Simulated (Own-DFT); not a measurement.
# One host, several defects: wurtzite GaN

Source: density functional calculations with Own-DFT, an unreviewed in-house program that is no longer used. Nothing was measured or relaxed, and spin and spin-orbit coupling are left out.

Method: PBE; PseudoDojo norm-conserving scalar-relativistic files; cutoff 42 hartree; 4 x 4 x 3 k mesh centred on Gamma; Fermi-Dirac smearing of 0.1 eV.

Limits (not all hold for every row): not probed for a lower state with spin; forces not confirmed at this smearing and k mesh; stress not checked against mesh or cutoff.

All runs share one cell, with vectors in Å (9.567, 0.000, 0.000); (-4.784, 8.285, 0.000); (0.000, 0.000, 10.370) and a volume of 822.0 Å³. The atoms are randomly displaced, by u rms on each axis. The defect's site can differ from row to row.

```
cell,formula,u (Å),P (GPa)
no defect,Ga36N36,0.0214,5.99
no defect,Ga36N36,0.0215,6.02
no defect,Ga36N36,0.0506,7.85
one Ga on an N site,Ga37N35,0.0309,11.94
one Ga on an N site,Ga37N35,0.0314,12.24
one Ga on an N site,Ga37N35,0.0456,13.01
one Ga on an N site,Ga37N35,0.0485,?
one N on a Ga site,Ga35N37,0.0305,5.47
one N on a Ga site,Ga35N37,0.0448,6.25
one N on a Ga site,Ga35N37,0.0513,6.78
```

## Fit

P = P0 + c u² + a shift for each defect gives P0 = 5.65 GPa, c = 840 ± 45 GPa/Å² and a scatter of 0.10 GPa. The shifts, and each times the cell's volume:

- one Ga on an N site: 5.62 ± 0.08 GPa, 28.9 eV
- one N on a Ga site: -1.04 ± 0.09 GPa, -5.3 eV

A positive shift means that the defect pushes the cell outwards. Shift times volume (160.2 GPa Å³ is 1 eV) depends little on the cell's size, so, taken for each site, it can be compared between cells at like pressure. The atoms around the defects weren't relaxed, which would change these numbers.

## Prediction

Question: what pressure belongs in the blank (one Ga on an N site, u = 0.0485 Å)?

The fit gives 13.25 ± 0.13 GPa. DFT gave 13.08 GPa.
